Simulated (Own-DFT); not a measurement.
## Calculated data, Si₃N₄ (beta silicon nitride, atoms displaced)

Computed with Own-DFT development build. A calculation, not a measurement: plane-wave PBE density functional theory by an unreviewed code, no spin, of a simulated periodic cell, stress positive in tension, free energy of the whole cell less one offset for each atom, some atoms lie very close together; forces on such cells passed a denser k mesh, this cell's mesh not checked; offsets are fitted by least squares, one for each functional and potential file, so energies compare only between cells with the same atoms and settings and are not formation energies; the far tail of each file's local potential was reset to the Coulomb form; each entry is a single point on an unrelaxed cell, so the pressure reflects the starting lattice, mostly measured values (interpolated for alloys), from which strain is counted, and rises with the displacements; printed positions are rounded, which can move forces by about a meV/angstrom; the program, named Own-DFT, is a retired in-house code; no spin-orbit coupling; before rounding, a Quantum ESPRESSO 7.3.1 run of the same cell and cutoff gave forces within 1 meV/angstrom rms on each cell, which checks the program and not the settings.

```cif
# cell vector a (Å): 7.6060 0.0000 0.0000
# cell vector b (Å): -3.8030 6.5870 0.0000
# cell vector c (Å): 0.0000 0.0000 8.7270
data_Si3N4
_symmetry_space_group_name_H-M 'P 1'
_symmetry_Int_Tables_number 1
_cell_length_a 7.6060
_cell_length_b 7.6060
_cell_length_c 8.7270
_cell_angle_alpha 90.000
_cell_angle_beta 90.000
_cell_angle_gamma 120.000
_cell_volume 437.23
loop_
_atom_site_label
_atom_site_type_symbol
_atom_site_fract_x
_atom_site_fract_y
_atom_site_fract_z
_atom_site_occupancy
Si1 Si 0.17268 0.79954 0.06208 1
Si2 Si 0.23826 0.39274 0.06050 1
Si3 Si 0.59860 0.81556 0.08923 1
Si4 Si 0.80520 0.21849 0.25758 1
Si5 Si 0.76608 0.56663 0.26420 1
Si6 Si 0.41189 0.19060 0.26623 1
N1 N 0.32872 0.05699 0.07029 1
N2 N 0.01617 0.31243 0.05528 1
N3 N 0.69990 0.66224 0.10134 1
N4 N 0.64818 0.97395 0.22982 1
N5 N 0.01537 0.69227 0.25708 1
N6 N 0.30372 0.30703 0.22859 1
N7 N 0.35763 0.68084 0.12666 1
N8 N 0.63038 0.31298 0.21926 1
Si7 Si 0.13568 0.75458 0.39840 1
Si8 Si 0.18119 0.34434 0.43898 1
Si9 Si 0.62119 0.81527 0.41356 1
Si10 Si 0.83722 0.24509 0.60314 1
Si11 Si 0.78722 0.58312 0.56620 1
Si12 Si 0.41840 0.19010 0.58868 1
N9 N 0.36855 0.06813 0.42606 1
N10 N 0.97354 0.30764 0.41657 1
N11 N 0.66050 0.64580 0.44512 1
N12 N 0.64188 0.97963 0.57377 1
N13 N 0.01602 0.68133 0.54184 1
N14 N 0.28792 0.30150 0.57807 1
N15 N 0.27598 0.63721 0.42527 1
N16 N 0.68621 0.35872 0.61321 1
Si13 Si 0.16669 0.77858 0.76372 1
Si14 Si 0.25179 0.41602 0.76914 1
Si15 Si 0.56760 0.84901 0.74750 1
Si16 Si 0.84107 0.22593 0.91815 1
Si17 Si 0.76531 0.59830 0.90081 1
Si18 Si 0.43226 0.16089 0.89406 1
N17 N 0.29931 0.97068 0.74925 1
N18 N 0.95926 0.28867 0.76867 1
N19 N 0.71175 0.67569 0.73055 1
N20 N 0.64945 0.97287 0.93887 1
N21 N 0.01860 0.69416 0.91760 1
N22 N 0.28381 0.33288 0.94062 1
N23 N 0.31869 0.67940 0.74257 1
N24 N 0.65724 0.29961 0.91529 1
_calc_functional 'PBE'
_calc_potential_files 'PseudoDojo norm-conserving, scalar-relativistic, standard set'
_calc_wave_cutoff 42  # hartree
_calc_occupations 'Fermi-Dirac'
_calc_smearing_width 0.1  # eV
_calc_k_mesh '3 x 3 x 3 centred on Gamma'
_calc_free_energy_of_cell_above_offsets '37.653'  # eV
_calc_pressure 34.45  # GPa
_calc_stress_xx -40.2  # GPa
_calc_stress_yy -32.08  # GPa
_calc_stress_zz -31.06  # GPa
_calc_stress_yz 0.58  # GPa
_calc_stress_xz 5.09  # GPa
_calc_stress_xy -7.42  # GPa
```

Force:
```csv
element,x (eV/Å),y (eV/Å),z (eV/Å)
Si,4.31,-0.441,6.277
Si,-9.458,17.49,37.85
Si,-0.073,-1.228,-1.36
Si,0.997,1.912,-2.283
Si,-4.62,0.92,-3.091
Si,-2.915,-7.978,-1.284
N,-0.077,-3.668,0.01
N,-13.66,-4.604,3.658
N,1.582,-0.263,-2.678
N,2.736,0.492,6.178
N,-4.017,-0.925,-11.25
N,-8.749,4.086,2.698
N,-4.92,-3.787,-3.64
N,12.39,6.602,0.677
Si,14.06,6.215,2.887
Si,9.23,9.098,-6.911
Si,-12.43,6.446,-1.559
Si,-1.75,-2.087,-3.002
Si,-7.085,4.708,3.663
Si,3.634,-2.912,0.266
N,-0.784,-4.786,-0.293
N,-12.84,-5.48,0.134
N,7.299,-6.414,-3.435
N,2.133,1.154,0.936
N,-0.332,0.912,10.59
N,-1.943,1.773,6.96
N,5.517,0.049,0.112
N,-0.089,-8.457,-0.092
Si,-5.783,-30.01,-1.427
Si,-2.244,0.363,-2.263
Si,3.496,-0.672,0.675
Si,-3.745,-2.242,6.98
Si,-1.904,-1.758,2.686
Si,-7.314,-4.947,3.458
N,5.69,36.21,-3.349
N,6.172,3.053,-7.775
N,-1.922,1.026,2.377
N,1.086,-0.618,-4.982
N,-0.894,-1.08,-1.205
N,22.04,-11.65,-38.13
N,2.101,-4.929,1.284
N,5.08,8.429,-0.337
```
